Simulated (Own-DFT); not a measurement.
# Computed records: In3GaP4 (zincblende random alloy, atoms displaced), Al3GaAs4 (zincblende random alloy, atoms displaced), Al3GaN4 (wurtzite random alloy, atoms displaced)

A calculation, not a measurement: plane-wave PBE density functional theory by an unreviewed code, no spin, of a simulated periodic cell, stress positive in tension, free energy of the whole cell less one offset for each atom, forces on such cells passed a denser k mesh, this cell's mesh not checked; offsets are fitted by least squares, one for each functional and potential file, so energies compare only between cells with the same atoms and settings and are not formation energies; the far tail of each file's local potential was reset to the Coulomb form; each entry is a single point on an unrelaxed cell, so the pressure reflects the starting lattice, mostly measured values, from which strain is counted, and rises with the displacements; printed positions are rounded, which can move forces by about a meV/angstrom; the program is a retired in-house code; no spin-orbit coupling; before rounding, a Quantum ESPRESSO 7.3.1 run of the same cell and cutoff gave forces within 1 meV/angstrom rms on each cell, which checks the program and not the settings. Program: Own-DFT development build.

Common to all runs: functional PBE; potential files PseudoDojo norm-conserving, scalar-relativistic, standard set; wave cutoff 42 hartree; occupations Fermi-Dirac; smearing width 0.1 eV.

(1) 
```xyz
64
Lattice="11.5283 0.0000 0.0000 0.0000 11.5283 0.0000 0.0000 0.0000 11.5283" Properties=species:S:1:pos:R:3:force_x:R:1:force_y:R:1:force_z:R:1 formula=In3GaP4 k_mesh=3_x_3_x_3_centred_on_Gamma free_energy_of_cell_above_offsets=-27.192 pressure=4.89 stress_xx=-4.89 stress_yy=-4.77 stress_zz=-5 stress_yz=-0.07 stress_xz=-0.7 stress_xy=0.24
In    11.4826     0.0684     0.0357      0.847      0.333     -0.455
In     0.0068     2.9307     2.9875      1.051     -0.323     -0.782
In     2.8676    11.5157     2.7807     -0.197      1.744      0.437
In     2.8903     3.0693    11.4082      0.094     -1.467       0.16
P      1.4515     1.5115     1.3419      0.228      0.463      0.647
P      1.4281     4.4286     4.2931     -0.117      -0.53      1.405
P      4.3688     1.4619     4.3616      -0.43      0.573     -1.014
P      4.2947     4.1991     1.5021      0.928      0.979      0.211
In     0.0370    11.4752     5.8025     -1.002      0.405     -0.521
In     0.0774     2.8750     8.6085     -1.648        0.2      0.144
Ga     2.9195     0.0916     8.6635       -0.1     -0.781      0.523
In     2.8981     2.9242     5.8190     -0.236      0.152     -0.324
P      1.3957     1.4219     7.2742      1.678     -0.833     -0.258
P      1.2987     4.3117    10.0716      1.901      0.343     -1.102
P      4.4652     1.4688    10.0735      -1.85     -0.152      -0.64
P      4.4185     4.3442     7.2596     -1.514      0.287     -0.151
In     0.0787     5.7425    11.4600     -1.272      0.059      1.226
In     0.0107     8.5767     2.9275      0.207      1.418     -0.404
In     2.8731     5.7787     2.9046      0.385     -0.125     -0.661
Ga     2.7740     8.6737     0.1018      0.229      0.018     -0.244
P      1.3874     7.1282     1.4437      1.199      1.158     -0.294
P      1.5723    10.1988     4.3422     -0.795     -1.528       0.31
P      4.3163     7.0394     4.3788      0.175       2.13     -0.047
P      4.3046    10.2051     1.4410      0.613     -1.079     -2.238
In    11.4979     5.9109     5.8121      1.109     -0.957     -0.194
In    11.4755     8.6818     8.6443     -0.133      -0.03     -0.539
In     2.8642     5.8619     8.6096      0.808     -2.033      1.183
In     2.9666     8.7539     5.9650     -1.928     -2.542     -2.726
P      1.4920     7.1310     7.2748     -1.317      2.282      -1.22
P      1.3222    10.0357    10.1843      1.988      0.754     -0.462
P      4.1647     7.2806    10.0799      0.919      1.004      1.128
P      4.3453    10.0119     7.1905       0.54      3.027      2.607
Ga     5.6731     0.1573    11.4246      1.019     -1.217      1.258
Ga     5.6523     2.8752     2.8870      0.975      -0.18      0.282
In     8.5839     0.1123     2.8524      0.662     -1.156      0.855
Ga     8.8130     2.8132    11.4515     -1.375      0.815      0.907
P      7.0935     1.3940     1.5020     -0.855      1.588     -1.732
P      7.2430     4.4088     4.2361      0.594     -1.123     -0.323
P     10.0959     1.5535     4.2798     -1.098     -0.662      2.105
P     10.1664     4.2343     1.4674     -1.661      1.083     -0.889
In     5.6784    11.5266     5.8088       0.82      0.353      0.056
In     5.8025     2.9472     8.6046     -0.487     -0.246      0.671
In     8.5440     0.0278     8.6121      0.461      0.794      0.649
Ga     8.6482     3.0031     5.8805      0.019     -0.161     -0.795
P      7.1287     1.5148     7.2847       1.29     -0.079     -2.107
P      7.1927     4.2949     9.9951      1.591      0.214      1.758
P     10.0972     1.4743    10.1149     -0.503      0.054      -0.93
P     10.1456     4.4814     7.2326     -0.377     -2.115     -0.644
In     5.7605     5.7682    11.4882     -0.037       0.29      0.436
In     5.7792     8.7304     2.8232     -0.686     -0.522      1.012
Ga     8.7562     5.8053     2.8488     -0.533     -0.449      -0.47
In     8.5768     8.8212     0.0814       1.04     -0.618       -1.3
P      7.3026     7.3842     1.4540     -0.349     -2.582       0.68
P      7.1665    10.0633     4.4440      0.994     -0.007     -0.432
P     10.1371     7.1161     4.2961     -2.125      1.219     -0.118
P     10.1032    10.1755     1.3304     -0.078     -0.425      2.439
In     5.8132     5.7072     5.7971      0.082     -0.079      -0.71
In     5.8788     8.7134     8.5586     -0.553      -0.35       1.49
In     8.6670     5.7901     8.5877     -0.339       1.01      1.203
Ga     8.6672     8.6619     5.6587     -0.386     -0.456      0.283
P      7.1444     7.2202     7.1494      1.899      0.544     -0.535
P      7.2136    10.1731    10.1118     -1.517      0.511      0.439
P     10.1994     7.2419    10.1885     -1.883      0.276     -0.505
P      9.8789    10.1323     7.1635      1.032     -1.272     -0.734
```

Units: free_energy_of_cell_above_offsets in eV; pressure, stress_xx, stress_yy, stress_zz, stress_yz, stress_xz, stress_xy in GPa; force_x, force_y, force_z in eV/Å.

(2) 
```xyz
64
Lattice="11.3183 0.0000 0.0000 0.0000 11.3183 0.0000 0.0000 0.0000 11.3183" Properties=species:S:1:pos:R:3:force_x:R:1:force_y:R:1:force_z:R:1 formula=Al3GaAs4 k_mesh=3_x_3_x_3_centred_on_Gamma free_energy_of_cell_above_offsets=-14.729 pressure=4.05 stress_xx=-4.2 stress_yy=-4.08 stress_zz=-3.86 stress_yz=0.86 stress_xz=-0.31 stress_xy=0.64
Al     0.0222    11.2568    11.1865     -0.055      1.297      0.816
Al    11.1986     2.7652     2.9235      2.316      1.606     -1.848
Al     2.8428     0.0475     2.8388      0.374      0.351      -0.46
Al     2.7900     2.8938     0.0694      1.002     -1.814      0.489
As     1.3546     1.4621     1.4355      0.055     -0.521     -0.178
As     1.3674     4.2466     4.2318     -0.535     -0.418      0.083
As     4.2683     1.5053     4.3215      0.282     -1.249     -0.553
As     4.3211     4.0963     1.4192     -0.274      1.765     -0.059
Ga    11.2724     0.0210     5.7190     -0.255     -0.585     -1.163
Al    11.3061     2.8208     8.6045       1.25      0.776     -2.303
Al     2.8865     0.0057     8.4330     -0.195     -0.151     -0.341
Al     2.8840     2.9629     5.5444     -0.706     -0.591      0.733
As     1.4017     1.4039     6.8981      0.895      1.203      1.539
As     1.5225     4.1042     9.9336     -0.818      1.582     -0.886
As     4.3405     1.2505     9.9775     -1.684      1.761     -0.593
As     4.2831     4.2029     7.0054      -0.18      0.081      1.558
Al     0.0269     5.6648    11.1969       1.32     -0.911      1.688
Al    11.3091     8.4735     2.7923     -1.089      1.081      0.826
Ga     2.7190     5.6294     2.8702      0.769      0.268     -0.939
Al     2.9371     8.4953    11.2400     -0.549     -0.511      0.821
As     1.3443     7.1565     1.4815      1.106     -1.018      -1.76
As     1.4818     9.9480     4.2047     -1.332     -0.006      0.166
As     4.0967     7.1269     4.3073      1.703     -1.721      -1.46
As     4.2622     9.8230     1.4491      0.332          1     -0.294
Ga    11.2733     5.5447     5.6963      0.243      1.051      0.092
Al    11.3091     8.4721     8.3979      0.022      0.064      1.716
Al     2.7873     5.6734     8.4859      0.219     -0.736     -0.414
Ga     2.8743     8.5269     5.5061     -1.301      1.077      2.225
As     1.3733     7.1244     7.1322      0.868     -0.624     -1.431
As     1.4620     9.9021     9.9327      0.305     -0.542     -1.294
As     4.2832     6.9318     9.9167     -1.515       2.29     -1.639
As     4.4389     9.8667     7.0254     -3.303        0.5     -0.497
Ga     5.7710     0.0289    11.2615      0.851     -1.344      1.454
Ga     5.7279     2.7719     2.8478     -0.525      0.535      0.693
Al     8.4252    11.3013     2.8214      0.738     -0.046      0.197
Al     8.5389     2.9611     0.0050     -0.159     -0.462      0.133
As     7.1413     1.4618     1.5688        0.1     -0.066      -2.31
As     6.9652     4.3434     4.2221      0.781      0.069      0.547
As     9.9199     1.4459     4.0761     -2.122     -1.829      3.028
As    10.0278     4.2451     1.4462     -0.416      0.539     -0.289
Al     5.6566    11.2766     5.7214      0.797      0.905     -1.425
Al     5.6952     2.7803     8.6604     -0.094     -0.102      -1.11
Ga     8.3881     0.0226     8.4868       1.53      -0.58      0.678
Al     8.4694     2.8712     5.6898     -0.363     -0.381     -0.784
As     7.1143     1.2798     7.0922     -0.791      2.074     -0.629
As     7.0216     4.4046     9.9007      0.862      -1.78     -0.156
As     9.9813     1.4915     9.8068     -1.991       -1.5       1.58
As     9.8218     4.2805     7.1260      1.147     -1.467     -0.366
Al     5.6254     5.7138    11.1686      0.974     -0.891      3.352
Al     5.6217     8.5208     2.9512      0.258     -1.038      -0.92
Al     8.5932     5.6985     2.8567     -0.999     -1.667     -0.817
Al     8.4492     8.4439    11.3159       0.66      0.137     -0.428
As     7.1849     6.9997     1.4528     -1.575      0.562     -0.237
As     7.1096     9.8811     4.2066     -0.296      0.438      0.769
As     9.8023     6.9874     4.2685      1.764       1.33      0.741
As     9.8514    10.0819     1.3298      0.118     -1.545       0.11
Al     5.5399     5.7634     5.7327      0.844      0.109     -0.327
Ga     5.5870     8.5356     8.3721      0.229       -1.6      1.716
Al     8.4375     5.5629     8.4011     -0.205       1.68      0.852
Al     8.5039     8.5048     5.6219      -0.05     -0.081      0.833
As     7.0437     7.1619     7.1819      0.648     -0.814     -1.354
As     7.0408     9.7919     9.7195      0.565      0.462      1.896
As    10.0036     6.9052     9.8745     -1.713      1.674     -1.115
As     9.9263     9.9010     7.1653     -0.838      0.325     -0.951
```

Units: free_energy_of_cell_above_offsets in eV; pressure, stress_xx, stress_yy, stress_zz, stress_yz, stress_xz, stress_xy in GPa; force_x, force_y, force_z in eV/Å.

(3) 
```xyz
72
Lattice="9.3938 0.0000 0.0000 -4.6969 8.1352 0.0000 0.0000 0.0000 10.0655" Properties=species:S:1:pos:R:3:force_x:R:1:force_y:R:1:force_z:R:1 formula=Al3GaN4 k_mesh=4_x_4_x_3_centred_on_Gamma free_energy_of_cell_above_offsets=-20.374 pressure=5.19 stress_xx=-4.52 stress_yy=-5.37 stress_zz=-5.68 stress_yz=0.43 stress_xz=-0.28 stress_xy=0.53
Al    -0.0114     1.8622    10.0077      0.122     -0.905      1.103
Al     1.5972     0.8924     2.5158     -0.816      0.022      -0.97
N      0.0599     1.8356     1.8701     -0.844     -1.437      0.093
N      1.5409     0.9176     4.3857     -0.489       0.11      0.486
Al     0.0342     1.8410     5.0826     -0.888     -0.442     -1.218
Al     1.5899     0.9119     7.4808      -0.85     -0.211       1.79
N     -0.0200     1.8726     6.9691       0.42     -1.202     -0.271
N      1.5299     0.9213     9.5000      0.784      1.296     -1.749
Al    -1.5595     4.5148     0.0280     -0.244     -0.162     -0.316
Ga     0.0291     3.6390     2.5131     -0.946     -0.901      0.334
N     -1.5862     4.5102     1.9113     -0.486     -0.536     -0.333
N      0.0147     3.5921     4.4436      0.841       0.37      0.785
Ga    -1.6228     4.4768     5.0221      1.886      1.043      0.227
Al    -0.0436     3.6261     7.5122      0.784      0.895      0.979
N     -1.5670     4.5486     6.9651      0.322     -1.177     -0.268
N      0.0015     3.6214     9.4810      0.285      1.038     -0.857
Ga    -3.0843     7.2618    10.0452     -0.652      -0.15      0.283
Ga    -1.5672     6.3156     2.5387     -0.747     -0.112      -0.97
N     -3.1475     7.2124     1.8843     -0.506      0.651      1.131
N     -1.5472     6.3056     4.3771      0.626      1.126      2.464
Ga    -3.1148     7.2575     5.0793     -0.365     -0.884     -0.742
Ga    -1.5976     6.3369     7.4987       1.09      0.152      1.155
N     -3.1320     7.2242     7.0128     -1.829      1.116     -0.391
N     -1.5753     6.3078     9.4476      1.201     -0.641      0.563
Al     3.1324     1.8230    10.0459      0.043     -0.736      0.433
Ga     4.6936     0.9375     2.5656      0.527     -0.377     -1.714
N      3.1374     1.8107     1.9348     -0.591      0.769     -0.652
N      4.7160     0.9692     4.4073      0.799     -1.032      2.108
Ga     3.1130     1.7971     5.0038     -0.009       0.33      0.116
Al     4.7366     0.9735     7.5447     -1.027     -1.655      0.668
N      3.1167     1.7549     6.9255      0.662      1.103      0.944
N      4.7147     0.8627     9.4493     -0.414      0.503      0.304
Al     1.6037     4.5546     0.0602     -0.422     -0.925     -1.306
Al     3.1310     3.6557     2.5212      0.071     -0.752       0.29
N      1.5640     4.5046     1.9060      1.365      1.355      0.094
N      3.1384     3.6104     4.4706     -0.103      1.114     -1.058
Al     1.6033     4.5587     5.0603     -0.768     -0.678     -1.205
Al     3.0852     3.6039     7.5531       0.76       0.27     -0.548
N      1.5455     4.5382     6.8820      0.114     -0.523      1.661
N      3.1641     3.5972     9.4507     -0.329      0.794      0.162
Al    -0.0187     7.1895     0.0370      0.162      0.565     -0.641
Al     1.5286     6.3399     2.4957      0.989     -0.669      0.838
N      0.0109     7.1861     1.9488      0.364      0.857     -1.172
N      1.5643     6.3074     4.4295     -0.221      0.931      0.013
Al    -0.0023     7.3092     5.0610        0.1     -1.341     -0.673
Al     1.5658     6.2872     7.5487     -0.195      0.932     -0.145
N      0.0063     7.2479     6.9457      0.988      0.755     -0.292
N      1.5755     6.3234     9.4531      -0.21     -0.255      0.193
Al     6.2389     1.8601    10.0497      0.157     -2.337      0.742
Al     7.8111     0.8676     2.4593      0.996      0.841      0.357
N      6.2899     1.8490     1.8972      0.171     -1.005     -0.266
N      7.8068     0.9177     4.4241      0.544      -0.32      0.324
Al     6.2879     1.7952     5.0928      0.054      0.441     -0.954
Al     7.8343     0.9267     7.5520      0.254     -0.451      0.804
N      6.2790     1.8005     6.9928      0.197     -0.726     -1.149
N      7.8158     0.9212     9.4983     -0.054     -0.273     -0.614
Al     4.7319     4.5420     0.0397     -0.304     -0.255     -0.524
Al     6.2699     3.5573     2.5369      0.038      1.349     -0.306
N      4.6933     4.5157     1.9247      0.167     -0.034      0.193
N      6.2897     3.6102     4.4240     -2.033      -1.51     -0.179
Al     4.7118     4.4879     5.0185      0.024      0.686     -0.089
Ga     6.2709     3.5927     7.5448     -0.605      1.342      0.814
N      4.7020     4.5561     6.8947     -0.999     -0.241      0.911
N      6.2411     3.5483     9.5265      0.379      2.442     -0.533
Al     3.1323     7.1997    10.0223      0.103      0.995      0.807
Al     4.6522     6.3405     2.4968      1.647     -0.633      0.692
N      3.1475     7.1719     1.9538     -1.353      0.951     -1.267
N      4.7177     6.2968     4.4193     -1.004      0.156      -0.04
Al     3.1110     7.2267     5.0366      0.759     -0.034     -0.372
Al     4.6170     6.3720     7.5943      2.057      -1.32     -0.427
N      3.1814     7.2480     6.9802     -1.832      0.516     -0.668
N      4.7031     6.3495     9.4620      -0.72     -0.979      0.018
```

Units: free_energy_of_cell_above_offsets in eV; pressure, stress_xx, stress_yy, stress_zz, stress_yz, stress_xz, stress_xy in GPa; force_x, force_y, force_z in eV/Å.

(4) 
```xyz
64
Lattice="11.5283 0.0000 0.0000 0.0000 11.5283 0.0000 0.0000 0.0000 11.5283" Properties=species:S:1:pos:R:3 formula=In3GaP4 k_mesh=3_x_3_x_3_centred_on_Gamma
In    11.5189    11.4479    11.5275
In     0.0178     2.9405     2.8442
In     2.7870     0.0185     2.7991
In     2.8303     2.9613    11.4104
P      1.6296     1.3219     1.4912
P      1.5006     4.2871     4.2669
P      4.2870     1.3451     4.4820
P      4.2942     4.3350     1.4137
Ga    11.4925     0.1261     5.8222
In     0.0445     2.8951     8.5244
In     2.8398     0.0260     8.7244
Ga     2.9289     2.8324     5.6366
P      1.3780     1.5215     7.3684
P      1.5683     4.2892    10.0613
P      4.2549     1.4514    10.0503
P      4.2161     4.5021     7.1145
In     0.0749     5.9014     0.0140
In     0.0043     8.5543     2.9194
In     2.9517     5.7828     2.9524
In     2.8093     8.6651     0.1306
P      1.4629     7.1738     1.6197
P      1.3654     9.9795     4.4741
P      4.3417     7.1709     4.3791
P      4.2613     9.9794     1.2887
In    11.4477     5.7607     5.7827
Ga     0.0278     8.5389     8.5848
In     2.7978     5.7370     8.6685
Ga     2.9091     8.4049     5.7775
P      1.4263     7.1710     7.1499
P      1.4266    10.1432    10.1617
P      4.2847     7.1949    10.0828
P      4.2586    10.1325     7.2070
In     5.7102     0.0284    11.5269
In     5.7012     2.9124     2.8523
Ga     8.6051    11.5056     2.7626
In     8.7181     2.8010    11.5009
P      7.2759     1.4517     1.3903
P      7.2541     4.3888     4.1606
P     10.0454     1.4521     4.4595
P     10.0860     4.2809     1.4552
In     5.6637     0.0656     5.7362
Ga     5.7704     2.9095     8.6103
In     8.7039    11.5004     8.6159
In     8.6293     2.8617     5.7367
P      7.2388     1.4306     7.1658
P      7.2357     4.3650    10.0490
P      9.9965     1.3931    10.0370
P      9.9535     4.3502     7.3393
In     5.8101     5.9736     0.0154
In     5.8298     8.6247     2.7778
In     8.7901     5.7611     2.9222
Ga     8.6954     8.6692    11.4934
P      7.2712     7.1562     1.5826
P      7.1841    10.1128     4.4987
P     10.0229     7.3206     4.3505
P     10.2285    10.0829     1.3875
Ga     5.7200     5.7222     5.8871
In     5.6945     8.5055     8.7985
In     8.5831     5.7629     8.6008
In     8.6115     8.6219     5.7288
P      7.2590     7.1544     7.1479
P      7.1598    10.0683    10.2204
P      9.9479     7.2789    10.0840
P     10.2077    10.2387     7.1896
```

Q: What pressure does the calculation give for In3GaP4 (zincblende random alloy, atoms displaced) (entry 4)?
A: 5.17 GPa

Q: In3GaP4 (zincblende random alloy, atoms displaced) (entry 4): stress xx?
A: -5.35 GPa

Q: Estimate the stress yy of In3GaP4 (zincblende random alloy, atoms displaced) (entry 4).
A: -5.2 GPa

Further results for In3GaP4 (zincblende random alloy, atoms displaced) (entry 4):

- free energy of cell above offsets: -25.730 eV
- stress zz: -4.96 GPa
- stress yz: 0.25 GPa
- stress xz: 0.07 GPa
- stress xy: 1.02 GPa

Force:
```
element  x (eV/Å)  y (eV/Å)  z (eV/Å)
     In     0.204     2.108    -0.342
     In     0.253    -1.555     0.423
     In     2.334    -3.395     3.391
     In     1.403    -1.593      2.07
      P    -3.384     3.364     -3.01
      P    -0.034    -0.241     1.447
      P    -1.662     2.133    -2.613
      P     0.202     0.451    -0.537
     Ga     0.671    -0.278    -0.131
     In    -2.129     1.578      2.27
     In    -0.097    -0.644    -0.831
     Ga    -0.687     0.635     1.096
      P      2.13    -1.813    -3.792
      P    -3.183      1.06    -0.359
      P     1.646     1.165    -0.253
      P     0.915     -2.43    -0.253
     In    -0.588    -0.821    -0.421
     In    -0.163     1.406     0.325
     In      0.29      -0.7    -0.082
     In    -1.275    -1.424    -1.817
      P     0.235    -0.108    -1.058
      P     0.722     0.789     0.443
      P      0.95     0.367     0.887
      P      1.71     1.812     2.385
     In    -0.125    -0.689    -0.311
     Ga    -0.284     1.166     0.312
     In     0.671      1.03    -0.451
     Ga    -0.049     1.745      0.09
      P    -0.122     0.848     0.667
      P    -0.201    -2.115    -1.418
      P    -1.825    -0.611       1.1
      P    -0.272    -1.668    -0.028
     In    -0.019     0.311      0.09
     In     0.225    -0.648     0.391
     Ga     0.405     -0.28     0.931
     In    -0.468      1.13    -0.321
      P    -0.669    -0.791     1.229
      P    -1.343    -0.315     2.183
      P     1.102    -1.409    -1.977
      P     0.462     0.644    -1.097
     In     1.569    -1.424      2.02
     Ga     -0.06     0.101     -0.16
     In    -1.404    -0.665     0.144
     In     -0.76     1.302     0.234
      P    -1.271     0.496     1.084
      P    -1.308    -1.001     0.549
      P     2.004     0.479     0.315
      P     1.413    -0.729    -1.661
     In     0.068    -1.581     0.017
     In    -0.746     1.082     1.431
     In     0.069     0.103    -0.179
     Ga     -0.49     0.485     0.832
      P     1.389      0.77    -1.743
      P     0.036     0.665    -2.638
      P     0.843    -1.349    -0.116
      P    -2.744    -1.043     1.272
     Ga     0.864     0.495    -1.226
     In     1.294     1.859    -1.967
     In    -0.197      0.73     0.982
     In     0.402     1.201     1.394
      P    -1.854     0.116    -0.067
      P      1.15    -0.754    -0.702
      P     1.278     0.371    -0.264
      P     0.502    -1.922     -0.18
```
